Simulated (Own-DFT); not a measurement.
Simulation results for AlGa3N4 (wurtzite random alloy, strained, atoms displaced)

A calculation, not a measurement: plane-wave PBE density functional theory by an unreviewed code, no spin, of a simulated periodic cell, stress positive in tension, free energy of the whole cell less one offset for each atom, forces on such cells passed a denser k mesh, this cell's mesh not checked; offsets are fitted by least squares, one for each functional and potential file, so energies compare only between cells with the same atoms and settings and are not formation energies; the far tail of each file's local potential was reset to the Coulomb form; each entry is a single point on an unrelaxed cell, so the pressure reflects the starting lattice, mostly measured values, from which strain is counted, and rises with the displacements; printed positions are rounded, which can move forces by about a meV/angstrom; the program is a retired in-house code; no spin-orbit coupling. Program: Own-DFT development build.

```cif
# cell vector a (Å): 9.2240 0.0000 0.0000
# cell vector b (Å): -4.6120 7.9882 0.0000
# cell vector c (Å): 0.0000 0.0000 10.2685
data_AlGa3N4
_symmetry_space_group_name_H-M 'P 1'
_symmetry_Int_Tables_number 1
_cell_length_a 9.2240
_cell_length_b 9.2240
_cell_length_c 10.2685
_cell_angle_alpha 90.000
_cell_angle_beta 90.000
_cell_angle_gamma 120.000
_cell_volume 756.62
loop_
_atom_site_label
_atom_site_type_symbol
_atom_site_fract_x
_atom_site_fract_y
_atom_site_fract_z
_atom_site_occupancy
Al1 Al 0.10604 0.21748 0.00062 1
Al2 Al 0.22947 0.11642 0.24133 1
N1 N 0.11005 0.22409 0.19928 1
N2 N 0.22271 0.11611 0.44336 1
Al3 Al 0.11436 0.22553 0.50021 1
Ga1 Ga 0.21918 0.11237 0.75099 1
N3 N 0.10988 0.22084 0.69351 1
N4 N 0.22663 0.10818 0.93168 1
Ga2 Ga 0.12107 0.56485 0.00512 1
Ga3 Ga 0.22229 0.45060 0.24437 1
N5 N 0.11118 0.55093 0.18664 1
N6 N 0.21984 0.44658 0.43412 1
Ga4 Ga 0.11093 0.55045 0.50325 1
Ga5 Ga 0.23029 0.44728 0.74286 1
N7 N 0.10084 0.55443 0.69161 1
N8 N 0.22571 0.44282 0.93806 1
Ga6 Ga 0.10779 0.87579 0.99650 1
Ga7 Ga 0.21034 0.77308 0.24264 1
N9 N 0.11146 0.88032 0.19145 1
N10 N 0.23047 0.78000 0.44113 1
Al4 Al 0.10486 0.87994 0.51408 1
Ga8 Ga 0.22329 0.78100 0.75201 1
N11 N 0.10781 0.88676 0.68515 1
N12 N 0.22496 0.78326 0.94607 1
Al5 Al 0.44345 0.21924 0.99567 1
Ga9 Ga 0.54888 0.10782 0.24480 1
N13 N 0.44691 0.21941 0.19043 1
N14 N 0.56009 0.12045 0.43821 1
Ga10 Ga 0.44806 0.22169 0.50149 1
Al6 Al 0.55770 0.11021 0.75403 1
N15 N 0.45431 0.23264 0.68683 1
N16 N 0.55648 0.10316 0.93496 1
Ga11 Ga 0.43219 0.55064 0.99535 1
Ga12 Ga 0.55006 0.43926 0.24941 1
N17 N 0.44927 0.56035 0.19125 1
N18 N 0.54878 0.44731 0.44298 1
Ga13 Ga 0.45489 0.55404 0.50631 1
Ga14 Ga 0.56350 0.44815 0.75147 1
N19 N 0.45119 0.55275 0.69613 1
N20 N 0.55921 0.44710 0.94648 1
Ga15 Ga 0.43511 0.88124 0.99877 1
Ga16 Ga 0.55544 0.78461 0.24878 1
N21 N 0.45001 0.89234 0.19712 1
N22 N 0.55887 0.78234 0.44090 1
Ga17 Ga 0.45321 0.89664 0.49762 1
Al7 Al 0.55341 0.77153 0.75012 1
N23 N 0.45655 0.90338 0.69535 1
N24 N 0.55815 0.77814 0.95022 1
Ga18 Ga 0.77867 0.22113 0.00081 1
Ga19 Ga 0.88037 0.11307 0.24813 1
N25 N 0.77757 0.21811 0.19721 1
N26 N 0.88069 0.10725 0.43529 1
Ga20 Ga 0.79393 0.23324 0.48966 1
Al8 Al 0.88687 0.10488 0.74249 1
N27 N 0.76835 0.21357 0.68064 1
N28 N 0.90470 0.12294 0.94074 1
Ga21 Ga 0.78276 0.55100 0.99289 1
Ga22 Ga 0.90461 0.45657 0.24898 1
N29 N 0.77644 0.54693 0.19738 1
N30 N 0.89304 0.45095 0.43823 1
Al9 Al 0.78326 0.55820 0.50374 1
Ga23 Ga 0.88717 0.43934 0.75516 1
N31 N 0.76059 0.54782 0.69268 1
N32 N 0.88154 0.44484 0.94087 1
Ga24 Ga 0.77344 0.88226 0.00634 1
Ga25 Ga 0.89121 0.77721 0.24412 1
N33 N 0.78062 0.88711 0.19119 1
N34 N 0.88976 0.78381 0.45060 1
Ga26 Ga 0.76251 0.88826 0.50494 1
Ga27 Ga 0.88698 0.78064 0.75109 1
N35 N 0.76714 0.88012 0.68667 1
N36 N 0.88497 0.77309 0.93326 1
_calc_functional 'PBE'
_calc_potential_files 'PseudoDojo norm-conserving, scalar-relativistic, standard set with the stringent files for Ga'
_calc_wave_cutoff 96  # hartree
_calc_occupations 'Gaussian'
_calc_smearing_width 0.01  # eV
_calc_k_mesh '4 x 4 x 3 centred on Gamma'
_calc_free_energy_of_cell_above_offsets '-2.524'  # eV
_calc_pressure 22.59  # GPa
_calc_stress_xx -31.74  # GPa
_calc_stress_yy -25.18  # GPa
_calc_stress_zz -10.85  # GPa
_calc_stress_yz -0.28  # GPa
_calc_stress_xz -0.11  # GPa
_calc_stress_xy 0.94  # GPa
```

Force:
```tsv
element	x (eV/Å)	y (eV/Å)	z (eV/Å)
Al	2.568	1.214	1.115
Al	-1.207	-1.105	2.474
N	1.117	-0.917	-2.792
N	-0.119	-1.636	-1.058
Al	-0.416	-0.653	-0.602
Ga	1.885	0.181	-1.002
N	-1.332	0.027	-2.07
N	-0.901	0.255	2.418
Ga	-0.585	-2.462	-1.386
Ga	2.3	-0.847	1.916
N	0.229	1.696	-1.259
N	1.192	-0.895	1.086
Ga	0.044	1.724	0.055
Ga	-1.727	-0.445	1.306
N	2.011	0.598	-0.046
N	-2.767	-1.604	-0.771
Ga	-2.689	2.585	1.195
Ga	3.916	0.002	3.425
N	-2.154	3.463	-2.159
N	-2.041	-0.173	-0.161
Al	0.725	1.553	-3.806
Ga	0.66	0.129	-0.388
N	0.269	0.209	1.944
N	0.184	-2.108	-2.46
Al	0.719	0.443	0.387
Ga	1.373	1.102	2.353
N	-1.911	0.059	-2.684
N	1.137	-0.486	-1.036
Ga	-1.054	0.292	0.313
Al	-0.652	1.865	-0.623
N	-0.122	-2.499	1.248
N	-1.198	1.234	0.46
Ga	3.4	1.027	2.173
Ga	0.266	0.951	1.156
N	-0.657	-0.298	-1.044
N	4.259	-0.738	-1.516
Ga	-3.512	1.469	-0.04
Ga	-2.686	-2.72	2.885
N	-1.471	1.759	-0.929
N	-0.782	-1.582	-0.717
Ga	2.751	1.949	1.756
Ga	1.658	-1.453	1.38
N	-2.373	-1.403	-2.499
N	-1.614	-2.046	-1.184
Ga	-0.877	0.351	0.861
Al	-0.785	1.2	1.202
N	-0.011	-3.235	-0.481
N	-1.116	-0.542	-2.956
Ga	0.138	-0.346	0.923
Ga	3.055	-1.527	1.426
N	-2.228	2.318	-2.384
N	2.663	0.445	0.522
Ga	-2.376	-1.074	1.483
Al	-1.027	0.621	1.037
N	1.537	0.44	1.233
N	-2.028	-2.447	-1.941
Ga	-3.223	1.403	2.886
Ga	-2.281	-2.732	1.42
N	-0.349	1.098	-1.831
N	-0.786	1.218	-0.359
Al	-1.395	-0.015	-0.198
Ga	-1.443	-0.964	-0.644
N	5.644	3.015	-2.578
N	4.211	-1.051	-0.754
Ga	1.006	1.544	-0.217
Ga	-0.678	-0.739	2.643
N	-0.361	0.394	-0.487
N	0.45	-1.119	-0.909
Ga	3.345	1.039	-0.387
Ga	0.038	-1.104	-0.825
N	-0.089	1.388	1.61
N	0.267	0.707	0.892
```
